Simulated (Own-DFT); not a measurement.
GaP (zincblende, strongly disordered by large displacements) (calculated)

Computed with Own-DFT development build. A calculation, not a measurement: plane-wave PBE density functional theory by an unreviewed code, no spin, of a simulated periodic cell, stress positive in tension, free energy of the whole cell less one offset for each atom, forces on such cells passed a denser k mesh, this cell's mesh not checked; broken bonds can close the gap or carry spin, so checks made on this kind of crystal may not hold here; offsets are fitted by least squares, one for each functional and potential file, so energies compare only between cells with the same atoms and settings and are not formation energies; the far tail of each file's local potential was reset to the Coulomb form; each entry is a single point on an unrelaxed cell, so the pressure reflects the starting lattice, mostly measured values (interpolated for alloys), from which strain is counted, and rises with the displacements; printed positions are rounded, which can move forces by about a meV/angstrom; the program, named Own-DFT, is a retired in-house code; no spin-orbit coupling.

Common to all runs: functional PBE; potential files PseudoDojo norm-conserving, scalar-relativistic, standard set; wave cutoff 42 hartree; occupations Fermi-Dirac; smearing width 0.1 eV; hardware one NVIDIA H100; k mesh 3 x 3 x 3 centred on Gamma.

(1) 
```cif
# cell vector a (Å): 10.9010 0.0000 0.0000
# cell vector b (Å): 0.0000 10.9010 0.0000
# cell vector c (Å): 0.0000 0.0000 10.9010
data_GaP
_symmetry_space_group_name_H-M 'P 1'
_symmetry_Int_Tables_number 1
_cell_length_a 10.9010
_cell_length_b 10.9010
_cell_length_c 10.9010
_cell_angle_alpha 90.000
_cell_angle_beta 90.000
_cell_angle_gamma 90.000
_cell_volume 1295.39
loop_
_atom_site_label
_atom_site_type_symbol
_atom_site_fract_x
_atom_site_fract_y
_atom_site_fract_z
_atom_site_occupancy
Ga1 Ga 0.96474 0.94605 0.96089 1
Ga2 Ga 0.00202 0.24263 0.26200 1
Ga3 Ga 0.17886 0.01346 0.27522 1
Ga4 Ga 0.21788 0.29291 0.00005 1
P1 P 0.15846 0.14135 0.14994 1
P2 P 0.14455 0.39048 0.40913 1
P3 P 0.37187 0.16706 0.42237 1
P4 P 0.32838 0.39312 0.09881 1
Ga5 Ga 0.95966 0.96983 0.51600 1
Ga6 Ga 0.03707 0.21114 0.76621 1
Ga7 Ga 0.22389 0.95756 0.73711 1
Ga8 Ga 0.28667 0.27087 0.54321 1
P5 P 0.12579 0.07899 0.65140 1
P6 P 0.05539 0.38065 0.86575 1
P7 P 0.36357 0.12655 0.94863 1
P8 P 0.40305 0.40154 0.62703 1
Ga9 Ga 0.01007 0.52051 0.98805 1
Ga10 Ga 0.01692 0.74861 0.32473 1
Ga11 Ga 0.22207 0.51673 0.30586 1
Ga12 Ga 0.22450 0.75446 0.98130 1
P9 P 0.13481 0.58377 0.10229 1
P10 P 0.15444 0.92404 0.43023 1
P11 P 0.32589 0.66259 0.37134 1
P12 P 0.39842 0.85449 0.17714 1
Ga13 Ga 0.03047 0.48444 0.50995 1
Ga14 Ga 0.02546 0.70451 0.76047 1
Ga15 Ga 0.27773 0.50663 0.79612 1
Ga16 Ga 0.25260 0.73424 0.52003 1
P13 P 0.11190 0.64556 0.59606 1
P14 P 0.14020 0.85327 0.85581 1
P15 P 0.42366 0.62473 0.87386 1
P16 P 0.38527 0.89485 0.58916 1
Ga17 Ga 0.47277 0.94490 0.99733 1
Ga18 Ga 0.50075 0.26301 0.20966 1
Ga19 Ga 0.78428 0.00135 0.30613 1
Ga20 Ga 0.77502 0.21298 0.97596 1
P17 P 0.64137 0.09602 0.10636 1
P18 P 0.60974 0.43112 0.45312 1
P19 P 0.86776 0.15336 0.40102 1
P20 P 0.85204 0.35480 0.12920 1
Ga21 Ga 0.50720 0.04982 0.47392 1
Ga22 Ga 0.57637 0.26566 0.74261 1
Ga23 Ga 0.77531 0.01111 0.70769 1
Ga24 Ga 0.69643 0.26465 0.52417 1
P21 P 0.62115 0.11865 0.64776 1
P22 P 0.60906 0.35743 0.89284 1
P23 P 0.86497 0.08046 0.84829 1
P24 P 0.85173 0.35323 0.59786 1
Ga25 Ga 0.47586 0.46957 0.02793 1
Ga26 Ga 0.49190 0.71780 0.27581 1
Ga27 Ga 0.78301 0.54262 0.22683 1
Ga28 Ga 0.78014 0.76682 0.02398 1
P25 P 0.58913 0.64172 0.14400 1
P26 P 0.60355 0.83722 0.34962 1
P27 P 0.90140 0.61335 0.34344 1
P28 P 0.89516 0.86268 0.12641 1
Ga29 Ga 0.46614 0.53079 0.51779 1
Ga30 Ga 0.50722 0.69699 0.71471 1
Ga31 Ga 0.75177 0.49118 0.72328 1
Ga32 Ga 0.72476 0.70960 0.49914 1
P29 P 0.66908 0.64979 0.66020 1
P30 P 0.65380 0.82906 0.83461 1
P31 P 0.84600 0.60415 0.82803 1
P32 P 0.88008 0.86572 0.64028 1
_calc_free_energy_of_cell_above_offsets '32.413'  # eV
_calc_pressure 17.33  # GPa
_calc_stress_xx -15.48  # GPa
_calc_stress_yy -17.51  # GPa
_calc_stress_zz -18.99  # GPa
_calc_stress_yz -1.64  # GPa
_calc_stress_xz 1.49  # GPa
_calc_stress_xy -2.89  # GPa
_calc_wall_time 588  # s
```

Force:
```tsv
element	x (eV/Å)	y (eV/Å)	z (eV/Å)
Ga	1.738	0.145	-0.416
Ga	0.181	0.971	-0.552
Ga	2.618	-0.945	-1.4
Ga	-4.062	-4.548	-4.288
P	-1.899	3.159	-3.877
P	0.951	-8.984	-1.128
P	0.181	-1.302	-7.055
P	-0.106	1.732	7.614
Ga	3.104	4.267	-4.199
Ga	-2.17	-0.277	-0.061
Ga	8.197	0.01	-1.206
Ga	-4.404	1.312	2.572
P	-2.419	5.208	-5.058
P	3.048	-1.232	-1.214
P	0.005	-0.259	-1.118
P	-1.622	-3.023	6.698
Ga	-6.113	-0.314	-1.175
Ga	4.544	5.752	-1.603
Ga	1.068	1.482	-5.441
Ga	4.545	-4.296	5.853
P	4.123	3.135	3.27
P	-2.061	-3.568	3.504
P	3.494	-1.797	-2.618
P	-3.81	3.242	-3.073
Ga	-6.216	2.008	2.8
Ga	-2.146	0.477	1.072
Ga	-1.252	-1.502	-1.511
Ga	1.996	5.503	2.802
P	-2.203	-2.247	2.016
P	-6.082	-0.207	1.379
P	-1.823	0.604	3.083
P	-0.077	-1.586	2.025
Ga	1.07	0.488	0.199
Ga	0.033	-0.771	0.364
Ga	-2.186	-1.884	-3.049
Ga	-1.758	1.26	1.622
P	-0.317	-0.161	0.888
P	3.014	-0.623	-3.985
P	0.395	0.271	1.934
P	1.122	0.502	0.109
Ga	2.276	-3.854	0.869
Ga	-4.288	1.954	-1.076
Ga	-3.759	-2.149	-2.058
Ga	-0.349	-1.263	-2.356
P	-0.583	-4.588	-3.393
P	2.843	2.838	4.372
P	3.632	3.756	3.909
P	4.316	1.485	1.963
Ga	5.43	3.669	-2.336
Ga	-4.395	-3.03	1.761
Ga	-5.152	-3.031	-4.233
Ga	-5.245	-3.337	-4.215
P	5.079	-4.331	-5.246
P	5.922	5.993	4.743
P	-0.814	-2.569	6.249
P	3.208	2.086	5.218
Ga	-1.453	6.149	-2.684
Ga	-6.352	4.088	0.03
Ga	-1.527	-7.456	-1.478
Ga	2.52	2.9	-6.403
P	2.99	-1.074	1.777
P	-0.379	1.206	1.342
P	4.732	4.627	5.859
P	-1.351	-6.071	1.608
```

(2) 
```cif
# cell vector a (Å): 10.9010 0.0000 0.0000
# cell vector b (Å): 0.0000 10.9010 0.0000
# cell vector c (Å): 0.0000 0.0000 10.9010
data_GaP
_symmetry_space_group_name_H-M 'P 1'
_symmetry_Int_Tables_number 1
_cell_length_a 10.9010
_cell_length_b 10.9010
_cell_length_c 10.9010
_cell_angle_alpha 90.000
_cell_angle_beta 90.000
_cell_angle_gamma 90.000
_cell_volume 1295.39
loop_
_atom_site_label
_atom_site_type_symbol
_atom_site_fract_x
_atom_site_fract_y
_atom_site_fract_z
_atom_site_occupancy
Ga1 Ga 0.06110 0.96500 0.03785 1
Ga2 Ga 0.98479 0.21670 0.27481 1
Ga3 Ga 0.24858 0.97356 0.23488 1
Ga4 Ga 0.28177 0.27973 0.97612 1
P1 P 0.11526 0.12927 0.10661 1
P2 P 0.14310 0.35720 0.37465 1
P3 P 0.32197 0.13636 0.39057 1
P4 P 0.37430 0.34829 0.18115 1
Ga5 Ga 0.98044 0.02947 0.53683 1
Ga6 Ga 0.94127 0.29398 0.80303 1
Ga7 Ga 0.26188 0.97945 0.74893 1
Ga8 Ga 0.25412 0.26577 0.49671 1
P5 P 0.13681 0.06346 0.62056 1
P6 P 0.12547 0.39796 0.86465 1
P7 P 0.40322 0.15358 0.87024 1
P8 P 0.33994 0.36108 0.63753 1
Ga9 Ga 0.99349 0.53827 0.96615 1
Ga10 Ga 0.00348 0.77322 0.31309 1
Ga11 Ga 0.21608 0.50214 0.29539 1
Ga12 Ga 0.24478 0.76433 0.01814 1
P9 P 0.11581 0.60949 0.10720 1
P10 P 0.10194 0.92414 0.32517 1
P11 P 0.41368 0.67385 0.41338 1
P12 P 0.41870 0.83826 0.13941 1
Ga13 Ga 0.94306 0.52003 0.47632 1
Ga14 Ga 0.98076 0.75091 0.73461 1
Ga15 Ga 0.30338 0.50313 0.78904 1
Ga16 Ga 0.26856 0.71097 0.52379 1
P13 P 0.06444 0.63211 0.62738 1
P14 P 0.17452 0.88181 0.87322 1
P15 P 0.37348 0.65818 0.88562 1
P16 P 0.38236 0.86575 0.62472 1
Ga17 Ga 0.49425 0.00151 0.99205 1
Ga18 Ga 0.48959 0.23544 0.26232 1
Ga19 Ga 0.76831 0.98191 0.24104 1
Ga20 Ga 0.76926 0.29528 0.03888 1
P17 P 0.64694 0.10309 0.10198 1
P18 P 0.63965 0.36814 0.37031 1
P19 P 0.85509 0.12626 0.37589 1
P20 P 0.93497 0.37525 0.15845 1
Ga21 Ga 0.49896 0.98353 0.50347 1
Ga22 Ga 0.50416 0.26958 0.77553 1
Ga23 Ga 0.75646 0.94946 0.78190 1
Ga24 Ga 0.74471 0.28175 0.48751 1
P21 P 0.69276 0.13121 0.63047 1
P22 P 0.65154 0.36116 0.90013 1
P23 P 0.92074 0.11026 0.89082 1
P24 P 0.86591 0.38416 0.64939 1
Ga25 Ga 0.49156 0.54758 0.98856 1
Ga26 Ga 0.51651 0.72491 0.27397 1
Ga27 Ga 0.74179 0.52549 0.30603 1
Ga28 Ga 0.73120 0.78368 0.00885 1
P25 P 0.63612 0.63815 0.15860 1
P26 P 0.62911 0.85805 0.37035 1
P27 P 0.85188 0.65740 0.36167 1
P28 P 0.89945 0.92338 0.10677 1
Ga29 Ga 0.48676 0.51906 0.46504 1
Ga30 Ga 0.46626 0.77776 0.78708 1
Ga31 Ga 0.72447 0.47323 0.71780 1
Ga32 Ga 0.79418 0.78522 0.49222 1
P29 P 0.62222 0.63517 0.58158 1
P30 P 0.60820 0.91156 0.88463 1
P31 P 0.84337 0.60546 0.83423 1
P32 P 0.86395 0.87606 0.63186 1
_calc_free_energy_of_cell_above_offsets '24.340'  # eV
_calc_pressure 14.94  # GPa
_calc_stress_xx -15.32  # GPa
_calc_stress_yy -15.52  # GPa
_calc_stress_zz -13.98  # GPa
_calc_stress_yz 1.15  # GPa
_calc_stress_xz 2.37  # GPa
_calc_stress_xy 0.38  # GPa
_calc_wall_time 567.4  # s
```

Force:
```tsv
element	x (eV/Å)	y (eV/Å)	z (eV/Å)
Ga	3.174	-1.326	-4.584
Ga	3.814	1.098	-2.316
Ga	5.816	2.272	-3.208
Ga	-1.596	0.541	2.036
P	2.794	4.037	2.024
P	-6.575	-2.277	0.869
P	4.826	-5.83	-3.628
P	-4.321	5.2	-4.409
Ga	-4.288	-0.638	-2.902
Ga	2.009	-1.504	1.434
Ga	3.471	3.936	-2.363
Ga	-1.942	0.294	4.214
P	3.353	3.495	0.665
P	0.609	-0.283	0.295
P	-4.35	-5.704	2.313
P	3.754	2.531	2.192
Ga	-0.439	-1.401	-0.218
Ga	-0.433	-3.766	-2.806
Ga	2.949	4.884	-4.103
Ga	0.434	-1.532	2.225
P	1.354	1.747	2.615
P	-2.711	2.071	4.876
P	-4.166	1.672	-0.68
P	-2.751	2.968	-1.789
Ga	2.499	-2.088	2.12
Ga	-1.22	2.443	4.439
Ga	-2.329	-2.085	-1.696
Ga	-5.229	0.994	2.897
P	5.33	-4.242	-4.224
P	-5.043	-2.971	3.303
P	-3.333	-1.43	1.957
P	-0.685	-0.175	-0.017
Ga	-3.642	3.288	4.575
Ga	4.184	-4.397	1.863
Ga	-2.304	0.988	1.158
Ga	1.924	-2.265	2.147
P	-0.201	1.712	1.792
P	-5.592	2.283	-3.216
P	-1.62	-1.715	3.227
P	-2.232	2.118	-1.351
Ga	1.34	2.096	-0.732
Ga	4.061	2.754	-4.449
Ga	3.333	4.043	-1.812
Ga	3.853	-3.851	4.782
P	-2.708	-0.544	0.569
P	-2.599	3.048	-2.326
P	-1.266	-1.034	0.169
P	3.708	-1.865	-6.212
Ga	3.498	-3.584	3.162
Ga	0.61	2.104	-2.421
Ga	-2.345	-4.049	-4.067
Ga	1.423	-0.866	0.326
P	1.732	-2.497	-4.677
P	1.577	2.961	1.23
P	3.395	2.432	-0.214
P	-5.013	-3.977	0.386
Ga	3.131	-7.369	2.896
Ga	4.687	3.183	-3.601
Ga	-5.579	3.654	1.967
Ga	-5.109	-1.69	-1.828
P	0.799	-0.465	2.152
P	-0.008	-5.526	-1.72
P	0.1	2.637	1.943
P	2.09	3.461	2.751
```

(3) 
```cif
# cell vector a (Å): 10.9010 0.0000 0.0000
# cell vector b (Å): 0.0000 10.9010 0.0000
# cell vector c (Å): 0.0000 0.0000 10.9010
data_GaP
_symmetry_space_group_name_H-M 'P 1'
_symmetry_Int_Tables_number 1
_cell_length_a 10.9010
_cell_length_b 10.9010
_cell_length_c 10.9010
_cell_angle_alpha 90.000
_cell_angle_beta 90.000
_cell_angle_gamma 90.000
_cell_volume 1295.39
loop_
_atom_site_label
_atom_site_type_symbol
_atom_site_fract_x
_atom_site_fract_y
_atom_site_fract_z
_atom_site_occupancy
Ga1 Ga 0.01254 0.99204 0.00330 1
Ga2 Ga 0.96556 0.28096 0.27824 1
Ga3 Ga 0.26548 0.01836 0.26784 1
Ga4 Ga 0.23995 0.26149 0.98639 1
P1 P 0.10472 0.11277 0.16370 1
P2 P 0.15610 0.39706 0.33525 1
P3 P 0.35845 0.14648 0.36338 1
P4 P 0.37962 0.36325 0.05882 1
Ga5 Ga 0.98619 0.99340 0.48605 1
Ga6 Ga 0.99614 0.27334 0.77553 1
Ga7 Ga 0.25539 0.98717 0.70188 1
Ga8 Ga 0.22669 0.29537 0.50228 1
P5 P 0.06536 0.13926 0.66626 1
P6 P 0.11740 0.38123 0.86916 1
P7 P 0.36580 0.12081 0.85839 1
P8 P 0.39822 0.37453 0.62733 1
Ga9 Ga 0.01049 0.52820 0.03919 1
Ga10 Ga 0.98185 0.78106 0.25329 1
Ga11 Ga 0.24323 0.54855 0.27536 1
Ga12 Ga 0.23894 0.72204 0.96845 1
P9 P 0.16849 0.60905 0.09929 1
P10 P 0.14742 0.85895 0.36955 1
P11 P 0.42852 0.58623 0.34291 1
P12 P 0.38454 0.90980 0.16160 1
Ga13 Ga 0.97411 0.54556 0.53162 1
Ga14 Ga 0.01197 0.69273 0.76711 1
Ga15 Ga 0.26537 0.54068 0.74473 1
Ga16 Ga 0.23156 0.72725 0.46842 1
P13 P 0.11610 0.61307 0.63357 1
P14 P 0.11233 0.88232 0.88224 1
P15 P 0.41204 0.64164 0.85055 1
P16 P 0.38643 0.86558 0.65028 1
Ga17 Ga 0.43732 0.99331 0.97494 1
Ga18 Ga 0.45910 0.20608 0.21789 1
Ga19 Ga 0.74614 0.97108 0.20444 1
Ga20 Ga 0.73043 0.27959 0.99574 1
P17 P 0.61266 0.08746 0.12684 1
P18 P 0.63556 0.40225 0.37993 1
P19 P 0.86202 0.10267 0.38528 1
P20 P 0.87887 0.38450 0.14001 1
Ga21 Ga 0.46668 0.97263 0.46537 1
Ga22 Ga 0.52251 0.16787 0.77184 1
Ga23 Ga 0.77658 0.96795 0.81893 1
Ga24 Ga 0.76773 0.24486 0.49867 1
P21 P 0.61123 0.08396 0.62040 1
P22 P 0.60417 0.44959 0.86824 1
P23 P 0.89994 0.10092 0.90045 1
P24 P 0.89823 0.42078 0.64638 1
Ga25 Ga 0.47812 0.51472 0.98689 1
Ga26 Ga 0.49683 0.76509 0.20114 1
Ga27 Ga 0.78685 0.49924 0.25610 1
Ga28 Ga 0.74986 0.76946 0.02393 1
P25 P 0.66287 0.68590 0.20606 1
P26 P 0.65599 0.88061 0.34207 1
P27 P 0.87012 0.60879 0.38630 1
P28 P 0.90545 0.90620 0.13662 1
Ga29 Ga 0.53246 0.49610 0.50898 1
Ga30 Ga 0.53413 0.78617 0.73389 1
Ga31 Ga 0.73535 0.42894 0.73868 1
Ga32 Ga 0.71226 0.76803 0.48089 1
P29 P 0.64969 0.62159 0.57564 1
P30 P 0.62367 0.85643 0.88140 1
P31 P 0.88237 0.65926 0.89533 1
P32 P 0.85698 0.87269 0.63360 1
_calc_free_energy_of_cell_above_offsets '20.582'  # eV
_calc_pressure 14.71  # GPa
_calc_stress_xx -16.89  # GPa
_calc_stress_yy -12.3  # GPa
_calc_stress_zz -14.92  # GPa
_calc_stress_yz 1.21  # GPa
_calc_stress_xz -0.12  # GPa
_calc_stress_xy 0.66  # GPa
_calc_wall_time 560.1  # s
```

Force:
```tsv
element	x (eV/Å)	y (eV/Å)	z (eV/Å)
Ga	3.296	1.352	2.404
Ga	2.595	-2.795	1.874
Ga	-5.022	-1.942	-1.167
Ga	-2.992	-2.668	-0.614
P	0.54	1.363	-1.484
P	-3.634	-3.952	1.702
P	-0.053	1.855	7.066
P	2.184	-0.32	4.417
Ga	1.766	-1.601	3.097
Ga	-3.417	0.448	0.537
Ga	-4.395	3.745	2.917
Ga	0.727	-0.724	1.277
P	3.866	-4.255	-5.336
P	2.268	3.518	2.5
P	-5.808	1.381	-0.233
P	-1.076	0.179	0.652
Ga	-3.573	-2.027	-2.792
Ga	1.984	-4.185	3.095
Ga	1.771	2.235	-0.838
Ga	1.708	3.74	-2.759
P	0.698	0.299	3.753
P	-2.963	4.377	-1.747
P	-0.554	2.156	0.019
P	-0.761	-0.117	-3.616
Ga	0.74	-0.174	-3.045
Ga	-0.224	4.849	0.14
Ga	1.352	-3.521	-0.125
Ga	3.134	-3.67	3.251
P	4.807	1.37	-2.273
P	3.34	-2.856	-3.269
P	-1.692	2.1	-0.205
P	-1.209	-1.452	-5.34
Ga	3.052	-3.102	2.885
Ga	3.117	2.907	-3.482
Ga	-0.085	3.283	0.744
Ga	-0.154	-1.079	0.398
P	-1.743	3.203	-2.912
P	2.312	-4.171	-2.942
P	-1.05	2.232	-2.875
P	0.311	-0.77	-5.231
Ga	1.058	0.841	0.575
Ga	2.652	2.955	-1.717
Ga	0.135	0.314	-3.083
Ga	-1.831	0.955	0.878
P	2.129	-0.037	-1.363
P	1.81	-3.176	-0.306
P	-2.833	5.126	-1.643
P	-0.06	-5.086	1.054
Ga	-1.082	1.649	3.558
Ga	-2.759	-1.496	1.634
Ga	-4.49	0.187	0.665
Ga	0.882	-0.781	0.468
P	4.498	-2.248	-1.346
P	-4.151	-0.087	0.819
P	0.92	5.398	-0.684
P	-0.324	-1.154	-2.314
Ga	-5.299	-1.673	0.804
Ga	1.782	-4.57	-2.317
Ga	-0.429	1.288	-0.979
Ga	3.999	0.996	1.569
P	0.601	0.842	6.112
P	-0.175	2.141	4.313
P	-2.809	-2.722	3.52
P	0.613	-0.873	-0.657
```
